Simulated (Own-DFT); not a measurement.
# Response to strain: 4H SiC, 72 atoms (C36Si36)

All numbers below are calculated, not measured. They come from Own-DFT, an in-house plane-wave density functional program, since retired, whose code no person has reviewed. Each row is one single-point run on a periodic cell that was not relaxed, without spin or spin-orbit coupling.

Settings of every run: PBE; PseudoDojo norm-conserving scalar-relativistic files; cutoff 42 hartree; 4 x 4 x 3 k mesh centred on Gamma; Fermi-Dirac smearing of 0.1 eV.

Known limits: forces on such cells passed a denser k mesh, each cell not checked; stress not checked against mesh or cutoff.

Unstrained cell vectors in Å: (9.248, 0.000, 0.000); (-4.624, 8.009, 0.000); (0.000, 0.000, 10.068). The unstrained cell has measured lattice constants (interpolated for alloys), not those of this functional. That, the random moves and any unrelaxed bonds set the pressure at no strain. Each run strains this cell uniformly, with the atoms carried along. Every atom was also moved at random, by a Gaussian of width 0.05 Å on each axis. Strain is the symmetric tensor, in per cent. Stress is positive in tension, and the pressure is minus a third of its trace.

| run | e_xx (%) | e_yy (%) | e_zz (%) | e_yz (%) | e_xz (%) | e_xy (%) | s_xx (GPa) | s_yy (GPa) | s_zz (GPa) | s_yz (GPa) | s_xz (GPa) | s_xy (GPa) | P (GPa) | E (meV/atom) |
|---|---|---|---|---|---|---|---|---|---|---|---|---|---|---|
| 1 | -1.30 | 1.85 | -0.74 | 0.09 | 0.44 | 1.33 | -10.70 | 2.46 | -8.91 | -0.34 | 1.18 | 6.15 | 5.72 | 18.9 |
| 2 | 0.50 | 0.20 | 0.97 | -0.74 | 1.12 | -1.42 | -1.03 | -1.95 | -1.83 | -2.31 | 3.45 | -5.42 | 1.60 | 12.2 |
| 3 | -0.91 | 0.43 | 1.73 | -0.41 | -0.44 | -1.14 | -8.91 | -4.21 | 3.81 | -2.14 | -1.98 | -6.66 | 3.10 | 20.1 |
| 4 | -1.81 | -1.32 | 0.27 | 0.39 | -0.31 | 0.58 | -16.43 | -13.67 | -6.05 | 1.93 | -0.83 | 3.79 | 12.05 | 21.8 |
| 5 | 0.71 | 0.01 | 0.07 | 0.45 | 1.65 | 0.84 | -1.55 | -3.76 | -5.84 | 1.21 | 6.29 | 3.42 | 3.71 | 11.7 |
| 6 | 1.29 | 1.38 | -0.58 | -0.06 | -0.91 | 1.85 | 2.91 | 2.12 | -7.95 | 0.26 | -3.10 | 8.05 | 0.97 | 9.5 |
| 7 | 0.74 | 1.46 | -1.61 | 1.21 | -0.71 | -0.91 | 1.74 | 2.77 | -17.74 | 3.96 | -2.83 | -4.30 | 4.41 | 17.2 |
| 8 | 0.20 | 0.00 | -0.04 | 1.04 | -0.58 | 0.83 | -4.33 | -4.70 | -6.34 | 2.84 | -1.66 | 3.70 | 5.13 | 21.8 |
| 9 | 0.35 | 0.38 | 1.67 | -1.30 | 0.68 | -0.30 | -2.26 | -0.97 | 2.85 | -2.83 | 1.34 | -1.23 | 0.13 | 11.9 |
| 10 | 1.22 | -0.19 | -0.83 | -1.22 | 0.12 | 0.48 | 2.27 | -6.51 | -9.04 | -3.61 | -0.48 | 1.47 | 4.43 | 0.0 |
| 11 | -1.08 | 0.29 | -0.42 | 1.90 | 0.50 | 1.72 | -10.68 | -4.67 | -10.30 | 5.46 | 2.62 | 8.52 | 8.55 | 33.2 |
| 12 | 1.34 | 0.29 | -0.23 | -0.62 | -0.11 | 0.07 | 1.47 | -1.94 | -5.94 | -2.38 | 0.27 | 0.26 | 2.14 | 5.9 |
| 13 | -1.74 | -1.32 | -1.15 | 1.10 | -1.04 | 0.10 | -16.88 | -15.10 | -16.99 | 4.73 | -4.17 | 1.17 | 16.32 | 55.7 |
| 14 | -0.61 | 0.54 | -0.71 | 1.59 | 0.71 | -1.18 | -7.61 | -3.09 | -11.45 | 5.21 | 3.09 | -5.50 | 7.39 | 30.7 |
| 15 | -1.46 | -1.26 | -0.28 | -1.09 | 0.87 | -1.61 | -16.09 | -13.36 | -9.89 | -2.36 | 2.95 | -8.92 | 13.11 | 60.3 |
| 16 | 0.06 | 0.09 | 1.63 | -1.35 | 1.56 | 1.88 | -2.69 | -4.38 | 3.78 | -3.65 | 5.15 | 7.61 | 1.10 | 5.2 |
| 17 | -1.00 | 0.49 | -1.01 | -0.36 | 0.50 | -0.51 | ? | ? | ? | ? | ? | ? | ? | ? |

E is the free energy for each atom above the lowest run shown.

## Worked fit

Each stress component was fitted by least squares to a constant and the strains of the runs shown, as fractions, with shears doubled. Shear strains stay in the fit of a normal stress only where such slopes are resolved. The slopes, in GPa:

```
stress,at no strain,per e_xx,per e_yy,per e_zz,scatter
s_xx,-5.0,561 ± 23,135 ± 28,40 ± 23,0.89
s_yy,-5.2,113 ± 21,518 ± 25,59 ± 21,0.81
s_zz,-6.6,66 ± 36,60 ± 44,613 ± 36,1.40
```

Each shear stress against twice its own strain: yz 145 ± 11, xz 185 ± 9, xy 232 ± 10 GPa. These are stiffnesses along x, y and z of the frame in which the cell vectors are given, which need not be the crystal's axes. The atoms are held to the strained lattice; where symmetry lets them move under strain, relaxing them would lower some slopes. The table should be nearly symmetric about its diagonal, and what it lacks of that shows the noise. A ninth of its sum, 241 ± 5 GPa, estimates the bulk modulus near the mean pressure of these runs, 5.6 GPa, so it lies above the value at zero pressure.

## Withheld run

Question: what normal stresses and pressure should run 17 give?

The fit gives s_xx = -10.4, s_yy = -4.4, s_zz = -13.2 and P = 9.3 GPa. The calculation gave -11.56, -3.45, -10.76 and P = 8.59 GPa.
